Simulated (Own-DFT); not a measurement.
# Point defects and the pressure they add: grey tin

Calculated, not measured: single-point runs of Own-DFT, a retired in-house plane-wave DFT program that no person has reviewed, on unrelaxed cells, without spin or spin-orbit coupling.

Common settings: PBE; PseudoDojo norm-conserving scalar-relativistic files; cutoff 42 hartree; 3 x 3 x 3 k mesh centred on Gamma; cold (Marzari-Vanderbilt) smearing of 0.2 eV.

Known weak points (not all hold for every row): not probed for a lower state with spin; forces on such cells moved up to 12 meV/angstrom on a denser k mesh; stress not checked against mesh or cutoff.

All runs share one cell, with vectors in Å (12.978, 0.000, 0.000); (0.000, 12.978, 0.000); (0.000, 0.000, 12.978) and a volume of 2185.9 Å³. u is the rms random offset of the atoms per axis. The defect's site can differ from row to row.

```
cell,formula,u (Å),P (GPa)
no defect,Sn64,0.0193,3.37
no defect,Sn64,0.0487,3.59
no defect,Sn64,0.0491,3.61
two Sn vacancies,Sn62,0.0293,3.15
two Sn vacancies,Sn62,0.0455,3.29
two Sn vacancies,Sn62,0.0494,3.29
one Sn vacancy,Sn63,0.0293,?
one Sn vacancy,Sn63,0.0331,3.26
one Sn vacancy,Sn63,0.0455,3.32
one Sn vacancy,Sn63,0.0473,3.36
```

## What the rows give

P = P0 + c u² + a shift for each defect gives P0 = 3.35 GPa, c = 101 ± 9 GPa/Å² and a scatter of 0.02 GPa. The shifts, and each times the cell's volume:

- one Sn vacancy: -0.22 ± 0.02 GPa, -3.0 eV
- two Sn vacancies: -0.29 ± 0.02 GPa, -3.9 eV (-2.0 eV for each of its 2 sites)

Positive is outwards. The product with the volume (160.2 GPa Å³ to the eV) is nearly free of the cell's size; divided by the bulk modulus at the cell's pressure it gives the volume that the defect adds. The atoms around the defects weren't relaxed, which would change these numbers.

## Test on the hidden row

Q: what pressure belongs in the blank (one Sn vacancy, u = 0.0293 Å)?

Estimate: 3.22 ± 0.02 GPa. The run itself gave 3.26 GPa.
